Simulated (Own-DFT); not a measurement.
Al35N37 (wurtzite with substituted atoms, atoms displaced) (calculated)

All values are calculated (Own-DFT development build). A calculation, not a measurement: plane-wave PBE density functional theory by an unreviewed code, no spin, of a simulated periodic cell, stress positive in tension, free energy of the whole cell less one offset for each atom, not probed for a lower state with spin; forces on such cells passed a denser k mesh, this cell's mesh not checked; offsets are fitted by least squares, one for each functional and potential file, so energies compare only between cells with the same atoms and settings and are not formation energies; the far tail of each file's local potential was reset to the Coulomb form; each entry is a single point on an unrelaxed cell, so the pressure reflects the starting lattice, mostly measured values (interpolated for alloys), from which strain is counted, and rises with the displacements; printed positions are rounded, which can move forces by about a meV/angstrom; the program, named Own-DFT, is a retired in-house code; no spin-orbit coupling; before rounding, a Quantum ESPRESSO 7.3.1 run of the same cell and cutoff gave forces within 1 meV/angstrom rms on each cell, which checks the program and not the settings.

Settings shared by all entries: functional PBE; potential files PseudoDojo norm-conserving, scalar-relativistic, standard set; wave cutoff 42 hartree; occupations Fermi-Dirac; smearing width 0.1 eV; k mesh 3 x 3 x 2 centred on Gamma.

(1) Al35N37 (wurtzite with substituted atoms, atoms displaced)

```
Al35N37
1.0
      9.3360     0.0000     0.0000
     -4.6680     8.0852     0.0000
      0.0000     0.0000     9.9640
Al N Al N Al N Al N Al N Al N Al N Al N Al N Al N Al N Al N Al N Al N Al N Al N Al N Al N
2 2 2 2 2 2 2 2 2 2 2 2 2 2 2 2 2 2 2 2 2 2 2 2 2 2 2 2 2 3 1 2 2 2 2 2
Direct
  0.11081 0.22380 0.99823
  0.22189 0.11420 0.25303
  0.10514 0.20473 0.19126
  0.22273 0.10428 0.44429
  0.11375 0.20789 0.49596
  0.20745 0.10175 0.75046
  0.09879 0.22241 0.69791
  0.21880 0.11312 0.94556
  0.09992 0.55446 0.99794
  0.21172 0.43893 0.24939
  0.11034 0.55376 0.18320
  0.22498 0.44414 0.44874
  0.09708 0.54443 0.49770
  0.22746 0.45421 0.74635
  0.11535 0.55459 0.69373
  0.21440 0.43968 0.93137
  0.11403 0.88648 0.00497
  0.21088 0.77876 0.24790
  0.10545 0.88977 0.19174
  0.21188 0.78015 0.43756
  0.10540 0.89222 0.49940
  0.21518 0.77392 0.74637
  0.11456 0.88267 0.68745
  0.21048 0.77195 0.93338
  0.44769 0.21104 0.00548
  0.55595 0.10190 0.24944
  0.44219 0.22259 0.19287
  0.54995 0.10889 0.44896
  0.44975 0.22624 0.49459
  0.54987 0.10963 0.75213
  0.44137 0.21437 0.69460
  0.55573 0.11110 0.93773
  0.44525 0.55138 0.00023
  0.54683 0.43651 0.24973
  0.44733 0.55195 0.17966
  0.54527 0.44116 0.43832
  0.44296 0.55677 0.50014
  0.55621 0.44653 0.74419
  0.43632 0.55244 0.70267
  0.56351 0.45581 0.94867
  0.45378 0.89200 0.00040
  0.55067 0.78151 0.24687
  0.43396 0.88547 0.19158
  0.55749 0.78098 0.44108
  0.44450 0.89643 0.50863
  0.55981 0.77454 0.75824
  0.44149 0.88559 0.69141
  0.55396 0.77377 0.94617
  0.77234 0.21803 0.01286
  0.88325 0.11491 0.24703
  0.76766 0.22314 0.18241
  0.88979 0.12320 0.43857
  0.78218 0.22597 0.50335
  0.89031 0.10335 0.74571
  0.78619 0.22482 0.68058
  0.89835 0.11370 0.93854
  0.77575 0.55553 0.99970
  0.88718 0.44721 0.24607
  0.78351 0.55615 0.18981
  0.89012 0.44346 0.44141
  0.77343 0.55312 0.49787
  0.88845 0.44193 0.75049
  0.78420 0.56438 0.69687
  0.89325 0.44667 0.94239
  0.78163 0.88656 0.99721
  0.88967 0.78568 0.24331
  0.76550 0.89252 0.19215
  0.89764 0.77852 0.44890
  0.78065 0.89163 0.49590
  0.89390 0.77181 0.75226
  0.77140 0.88280 0.68222
  0.90053 0.77941 0.94758
```

It finds free energy of cell above offsets -18.245 eV; pressure 5.36 GPa; stress xx -6.94 GPa; stress yy -3.89 GPa; stress zz -5.26 GPa; stress yz -0.29 GPa; stress xz -0.32 GPa; stress xy -0.58 GPa.

Force:
```tsv
element	x (eV/Å)	y (eV/Å)	z (eV/Å)
Al	0.561	0.418	-0.084
Al	0.987	-1.187	-0.257
N	-1.836	2.366	0.051
N	0.19	1.053	-1.006
Al	-2.231	2.362	1.523
Al	0.965	1.226	0.612
N	3.21	0.04	-2.203
N	1.569	-0.764	-0.417
Al	2.796	0.362	-0.764
Al	1.579	0.24	-0.055
N	-0.476	-0.099	1.391
N	-0.819	-1.022	-1.518
Al	2.088	2.758	1.381
Al	-1.366	-2.532	0.95
N	-1.889	0.158	-1.406
N	0.479	0.995	2.09
Al	0.127	1.208	-0.685
Al	0.946	-0.654	0.871
N	0.497	0.72	-0.01
N	1.389	-0.732	0.391
Al	2.816	-1.236	0.992
Al	1.621	-0.176	0.264
N	-2.034	1.054	0.182
N	1.554	0.981	1.37
Al	-2.412	1.882	-0.896
Al	-1.831	0.718	1.438
N	0.868	-1.415	0.324
N	1.457	0.914	-1.916
Al	-0.29	-0.855	1.83
Al	1.497	-0.208	-1.222
N	-1.267	1.405	-0.829
N	1.033	-0.435	0.938
Al	-1.683	-0.344	-1.282
Al	1.066	1.955	-0.617
N	-1.474	0.195	2.909
N	0.206	0.423	0.079
Al	0.097	1.099	0.833
Al	-0.138	-0.899	1.204
N	2.673	1.122	-2.2
N	0.261	-2.407	-1.841
Al	-1.815	-1.244	-0.506
Al	-0.133	-1.807	0.771
N	0.339	0.247	-0.738
N	-0.534	-0.131	-0.353
Al	-0.204	-1.973	-1.235
Al	-1.274	0.292	-1.164
N	0.483	0.052	1.389
N	0.712	0.793	-0.373
Al	1.239	0.677	-5.674
Al	0.529	-0.338	0.237
N	1.02	0.055	4.174
N	1.389	-1.486	-0.719
Al	-1.481	-0.424	-0.841
Al	-2.188	0.216	0.74
N	-1.184	-0.6	3.002
N	-2.299	-1.293	0.481
Al	1.247	0.194	0.518
Al	0.158	0.076	0.557
N	-1.632	0.546	0.316
N	-1.867	-0.66	-1.456
N	0.785	0.998	0.544
Al	0.839	-0.23	-0.093
N	-0.268	-2.616	-0.849
N	-2.394	-1.777	-0.487
Al	-0.239	0.658	0.373
Al	-0.816	-1.569	1.085
N	1.694	0.158	-0.477
N	-2.973	-1.089	-2.096
Al	-0.671	-0.475	-0.104
Al	-0.626	2.395	-0.056
N	1.197	0.094	1.691
N	-1.815	-0.429	-1.071
```

(2) Al35N37 (wurtzite with substituted atoms, atoms displaced)

```
Al35N37
1.0
      9.3360     0.0000     0.0000
     -4.6680     8.0852     0.0000
      0.0000     0.0000     9.9640
Al N Al N Al N Al N Al N Al N Al N Al N Al N Al N Al N Al N Al N Al N Al N Al N Al N Al N
2 2 2 2 2 2 2 2 2 2 2 2 2 2 2 2 2 2 1 3 2 2 2 2 2 2 2 2 2 2 2 2 2 2 2 2
Direct
  0.12007 0.23793 0.00383
  0.22334 0.11195 0.24659
  0.10252 0.21962 0.18969
  0.22940 0.11966 0.43293
  0.11551 0.22758 0.50617
  0.21703 0.10702 0.74974
  0.10718 0.22243 0.68807
  0.22498 0.10900 0.94399
  0.11529 0.55816 0.99176
  0.20907 0.44024 0.25328
  0.11183 0.54843 0.19669
  0.21686 0.44102 0.43806
  0.11204 0.55185 0.50119
  0.23253 0.45162 0.74750
  0.10384 0.55311 0.69557
  0.23673 0.43928 0.94214
  0.11595 0.89737 0.99692
  0.22859 0.77393 0.24361
  0.11497 0.88958 0.19316
  0.23430 0.78600 0.43724
  0.10584 0.88422 0.50894
  0.22438 0.77642 0.75587
  0.09890 0.88056 0.69578
  0.21633 0.77314 0.93097
  0.44727 0.21442 0.99098
  0.55128 0.10588 0.25461
  0.43903 0.22070 0.18978
  0.56626 0.11760 0.44372
  0.44852 0.22089 0.50245
  0.55710 0.11991 0.74674
  0.44209 0.22739 0.68670
  0.56571 0.12224 0.93779
  0.44761 0.54674 0.99961
  0.55899 0.44166 0.25855
  0.45894 0.56073 0.19343
  0.56276 0.44649 0.43644
  0.44190 0.54929 0.49499
  0.55937 0.45204 0.74457
  0.44038 0.55253 0.69167
  0.56010 0.44730 0.93813
  0.44915 0.88281 0.99375
  0.55219 0.77477 0.24750
  0.45299 0.89838 0.18003
  0.55781 0.77237 0.43150
  0.43930 0.89005 0.49528
  0.56033 0.77302 0.73969
  0.46068 0.89142 0.68398
  0.55576 0.77281 0.93729
  0.77405 0.21748 0.00338
  0.87752 0.10637 0.24887
  0.78794 0.23066 0.18878
  0.88242 0.10235 0.43935
  0.78293 0.22131 0.50150
  0.88819 0.10916 0.73896
  0.77750 0.22325 0.68719
  0.88087 0.11081 0.93347
  0.77433 0.55049 0.99566
  0.89219 0.45082 0.25208
  0.78660 0.56382 0.18881
  0.89259 0.44522 0.44155
  0.77076 0.55723 0.50445
  0.88585 0.43889 0.74659
  0.78010 0.56365 0.68897
  0.88854 0.44149 0.94747
  0.78022 0.89055 0.00013
  0.88702 0.77293 0.24956
  0.77006 0.88923 0.19731
  0.88094 0.77664 0.44205
  0.78483 0.89644 0.49924
  0.88755 0.78604 0.75310
  0.77215 0.88506 0.69061
  0.89723 0.78330 0.94021
```

It finds free energy of cell above offsets -19.475 eV; pressure 4.94 GPa; stress xx -4.51 GPa; stress yy -5.1 GPa; stress zz -5.21 GPa; stress yz -0.28 GPa; stress xz -0.15 GPa; stress xy -0.96 GPa.

Force:
```tsv
element	x (eV/Å)	y (eV/Å)	z (eV/Å)
Al	-0.687	-3.722	-0.159
Al	-0.872	-0.162	-0.021
N	0.556	0.106	0.374
N	-0.361	-0.91	2.124
Al	0.021	-1.355	-2.161
Al	-0.032	0.815	0.389
N	0.918	0.323	0.877
N	-0.585	1.37	-1.231
Al	-0.004	-1.326	1.119
Al	2.971	-0.767	-0.583
N	-1.016	2.024	-1.944
N	0.612	0.322	1.103
Al	-0.587	1.18	-0.055
Al	-1.705	-1.869	1.161
N	1.671	0.48	-0.639
N	-2.362	2.096	-1.419
Al	0.044	-1.693	1.244
Al	-0.869	0.845	0.416
N	-0.036	-0.592	-0.736
N	-2.372	-1.73	0.122
Al	0.228	0.584	-2.187
Al	0.175	0.327	-3.003
N	1.922	1.27	-0.501
N	1.055	1.102	2.88
Al	-1.095	1.455	1.376
Al	0.312	1.798	-0.861
N	1.535	0.514	-0.526
N	-0.954	-0.914	-0.448
Al	-0.523	0.715	-1.334
Al	0.832	-0.691	0.054
N	0.079	-0.935	0.859
N	-0.437	-2.364	-0.836
Al	0.152	1.92	0.878
Al	-0.023	0.301	-2.607
N	-1.591	-1.829	-0.642
N	-0.997	-1.001	1.978
Al	0.377	0.759	-0.275
N	0.041	-0.149	0.86
N	1.488	0.532	-1.706
N	0.218	-1.312	-0.652
Al	-0.618	1.007	-0.542
Al	0.201	0.443	-0.141
N	-0.37	-1.589	0.798
N	-1.033	0.482	1.971
Al	3.032	0.476	0.6
Al	-0.922	0.168	1.729
N	-2.515	0.073	0.832
N	0.383	-0.341	-0.382
Al	1.026	1.011	-0.328
Al	1.148	0.496	0.186
N	-1.709	-0.737	0.938
N	0.742	2.466	0.365
Al	-0.165	0.489	-0.678
Al	-1.009	0.082	1.804
N	0.086	-0.072	0.093
N	1.603	0.21	0.306
Al	1.188	1.427	0.476
Al	-0.138	-0.588	-0.345
N	-0.604	-1.849	-0.189
N	-0.624	0.305	0.483
Al	1.326	0.081	-0.84
Al	-0.918	0.398	1.343
N	0.077	-0.642	1.022
N	0.307	0.223	-1.443
Al	-0.206	0.04	0.224
Al	-0.293	1.868	0.279
N	1.518	-0.257	-1.597
N	1.669	0.097	0.07
Al	-1.19	-2.33	-0.193
Al	-0.441	-1.406	0.498
N	1.322	1.078	-0.969
N	-0.968	-0.625	0.338
```
